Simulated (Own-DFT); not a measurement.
## Calculated data, GaP (zincblende, atoms displaced)

Computed with Own-DFT development build. A calculation, not a measurement: plane-wave PBE density functional theory by an unreviewed code, no spin, of a simulated periodic cell, stress positive in tension, free energy of the whole cell less one offset for each atom, forces on such cells passed a denser k mesh, this cell's mesh not checked; offsets are fitted by least squares, one for each functional and potential file, so energies compare only between cells with the same atoms and settings and are not formation energies; the far tail of each file's local potential was reset to the Coulomb form; each entry is a single point on an unrelaxed cell, so the pressure reflects the starting lattice, mostly measured values (interpolated for alloys), from which strain is counted, and rises with the displacements; printed positions are rounded, which can move forces by about a meV/angstrom; the program, named Own-DFT, is a retired in-house code; no spin-orbit coupling.

Entry: GaP (zincblende, atoms displaced)

```
GaP
1.0
     16.3515     0.0000     0.0000
      0.0000    10.9010     0.0000
      0.0000     0.0000    10.9010
Ga P Ga P Ga P Ga P Ga P Ga P Ga P Ga P Ga P Ga P Ga P Ga P
4 4 4 4 4 4 4 4 4 4 4 4 4 4 4 4 4 4 4 4 4 4 4 4
Direct
  0.99569 0.02070 0.99284
  0.01292 0.25675 0.26354
  0.15785 0.01537 0.25477
  0.16688 0.25011 0.00445
  0.08388 0.12927 0.13051
  0.08685 0.38559 0.39188
  0.25931 0.12408 0.37447
  0.25566 0.35908 0.13291
  0.00399 0.01302 0.48480
  0.00528 0.25003 0.74800
  0.17110 0.99231 0.75625
  0.16723 0.24460 0.51552
  0.07478 0.12339 0.62960
  0.08789 0.37180 0.87555
  0.26538 0.13138 0.86846
  0.23087 0.38977 0.61809
  0.99243 0.50716 0.01875
  0.00206 0.75666 0.23679
  0.17424 0.50732 0.25444
  0.16678 0.76682 0.99061
  0.07969 0.63247 0.13132
  0.08289 0.86828 0.36285
  0.25020 0.61334 0.37849
  0.23975 0.88499 0.11849
  0.01100 0.50418 0.48234
  0.99628 0.75846 0.74001
  0.16443 0.49057 0.75314
  0.18178 0.75234 0.47900
  0.08839 0.61991 0.62206
  0.09342 0.87464 0.89205
  0.24395 0.64024 0.88566
  0.25417 0.85922 0.63490
  0.33520 0.00570 0.98758
  0.34780 0.25095 0.23875
  0.50118 0.98008 0.25677
  0.50808 0.24702 0.00900
  0.41158 0.12849 0.12148
  0.42093 0.38818 0.37297
  0.57855 0.11420 0.36059
  0.58204 0.36624 0.14175
  0.33316 0.99813 0.49907
  0.33656 0.24602 0.72899
  0.49965 0.01499 0.73347
  0.50113 0.25005 0.50836
  0.41643 0.12915 0.60671
  0.41646 0.36102 0.86702
  0.59259 0.11613 0.87306
  0.57861 0.37754 0.62303
  0.33819 0.50021 0.99034
  0.32774 0.73712 0.24225
  0.50104 0.50555 0.24660
  0.49042 0.74410 0.00302
  0.40999 0.62412 0.11935
  0.42462 0.86925 0.37445
  0.59818 0.61676 0.38944
  0.58568 0.87308 0.12899
  0.34006 0.49384 0.50564
  0.33231 0.74547 0.74711
  0.51527 0.49346 0.74856
  0.50093 0.73159 0.49554
  0.41685 0.63036 0.61545
  0.41284 0.86973 0.87803
  0.58261 0.64113 0.88870
  0.57800 0.87794 0.63685
  0.66027 0.99051 0.99755
  0.66730 0.25314 0.24068
  0.84801 0.99774 0.24964
  0.83153 0.23634 0.00039
  0.76042 0.12915 0.12561
  0.73740 0.37773 0.37293
  0.91672 0.12676 0.39052
  0.91376 0.37146 0.13867
  0.66944 0.97855 0.50639
  0.66759 0.25433 0.73503
  0.82252 0.00693 0.75133
  0.83452 0.25207 0.47414
  0.74613 0.11960 0.60975
  0.75899 0.36802 0.88240
  0.91831 0.12210 0.89359
  0.92349 0.37109 0.61952
  0.66913 0.50805 0.99360
  0.68393 0.74800 0.23770
  0.82729 0.49669 0.24345
  0.83345 0.76133 0.99991
  0.74726 0.62151 0.10136
  0.74305 0.87217 0.38462
  0.91652 0.62476 0.36321
  0.90937 0.88245 0.12564
  0.66410 0.48898 0.50305
  0.66861 0.75602 0.75682
  0.83797 0.50451 0.75513
  0.83781 0.75114 0.49287
  0.75219 0.61335 0.61654
  0.75319 0.88019 0.86627
  0.91375 0.61999 0.88797
  0.90956 0.87809 0.62209
```

| Item | Value |
| --- | --- |
| functional | PBE |
| potential files | PseudoDojo norm-conserving, scalar-relativistic, standard set |
| wave cutoff | 42 hartree |
| occupations | Fermi-Dirac |
| smearing width | 0.1 eV |
| k mesh | 2 x 3 x 3 centred on Gamma |
| free energy of cell above offsets | -37.119 eV |
| pressure | 5.1 GPa |
| stress xx | -4.94 GPa |
| stress yy | -5.37 GPa |
| stress zz | -4.98 GPa |
| stress yz | -0.78 GPa |
| stress xz | -0.03 GPa |
| stress xy | 1.87 GPa |

Force:
```
element  x (eV/Å)  y (eV/Å)  z (eV/Å)
     Ga     3.564    -3.913     3.253
     Ga    -1.341      0.33    -0.047
     Ga     1.802    -1.289     0.368
     Ga     0.921    -0.247    -0.532
      P    -0.963     0.637    -0.986
      P     2.904    -2.991    -2.893
      P    -1.303     0.789    -0.061
      P    -0.887     2.257    -0.892
     Ga      0.57    -2.457     1.635
     Ga    -1.331     0.602     1.121
     Ga     0.105     0.836    -0.185
     Ga     -0.44    -0.948    -1.391
      P     2.205    -1.448    -0.213
      P    -1.369      0.11     1.254
      P     -2.65     0.148    -0.515
      P     4.247    -1.168    -0.297
     Ga     0.725    -0.984    -0.315
     Ga    -1.764     0.069     0.673
     Ga    -1.503    -1.629    -1.395
     Ga      1.51    -3.184     3.914
      P     2.039    -0.986    -1.301
      P     0.389     1.217      1.36
      P     2.306     0.485    -0.195
      P     1.643     0.425     1.227
     Ga    -3.261     2.271     2.752
     Ga     0.818     -0.91     0.867
     Ga    -0.511     2.549     1.544
     Ga    -1.903     0.551     1.898
      P    -0.353      1.43    -0.177
      P    -5.156     3.486    -3.873
      P     1.294    -2.602    -1.617
      P    -1.127     2.263    -2.233
     Ga    -0.138    -0.954     1.456
     Ga     -1.03     0.909     2.567
     Ga    -0.178     1.716    -1.642
     Ga    -0.599    -0.585     -1.03
      P      2.49    -2.447    -0.898
      P    -0.025    -1.637     0.269
      P     1.411     1.163     1.845
      P    -0.439     2.242    -2.396
     Ga     0.065    -1.492     -0.05
     Ga    -0.983     1.402     0.232
     Ga    -0.403    -0.409     1.981
     Ga      0.56     0.195    -2.792
      P    -0.414    -0.741     0.829
      P     1.151     1.141     0.084
      P    -1.514     1.751    -0.787
      P     1.579    -1.425     -0.53
     Ga    -1.226     -0.94    -0.216
     Ga    -0.444     1.756     0.565
     Ga     0.583     0.809     0.589
     Ga      0.64     1.428     0.385
      P     1.023    -0.834     0.696
      P     -2.26     -1.51     0.687
      P    -1.768     1.699    -2.862
      P    -0.369    -1.302    -0.334
     Ga    -1.213     0.063     0.038
     Ga     1.085    -1.019     1.447
     Ga    -2.617     2.065     2.068
     Ga     1.294     1.622    -0.332
      P    -0.093    -1.499     2.093
      P       0.8     0.716    -1.217
      P     0.346      -1.6    -1.593
      P     0.474    -1.546    -1.279
     Ga     1.738     0.148     0.587
     Ga     0.783    -2.264     1.143
     Ga    -2.697     1.831     2.261
     Ga     1.211     1.983     0.332
      P    -2.284    -2.001     1.354
      P       1.9    -0.632    -0.643
      P     0.953    -0.324     -3.49
      P     0.579     -0.93    -0.655
     Ga    -2.502     1.692     0.376
     Ga      0.67    -0.519     1.167
     Ga     1.816     0.825    -0.945
     Ga    -1.655     1.676     2.598
      P     0.683     1.282     0.266
      P    -1.439     0.761    -1.443
      P      -2.5     2.519    -5.199
      P    -0.818     0.687    -0.271
     Ga    -1.682    -2.501    -0.745
     Ga    -1.567    -0.067     0.864
     Ga    -0.282     0.627     0.392
     Ga    -0.226    -0.641    -0.757
      P     2.186     1.144     2.288
      P     2.824    -0.777    -2.309
      P     0.123     0.168     0.091
      P     2.658    -1.301    -1.607
     Ga     0.871    -0.088     1.343
     Ga    -0.164    -0.793    -1.055
     Ga    -0.165    -1.024    -0.793
     Ga    -0.546    -0.738     0.111
      P    -0.092      0.94      1.12
      P    -0.828    -0.727     1.838
      P     0.746     1.598    -0.907
      P     0.735     1.016     0.066
```
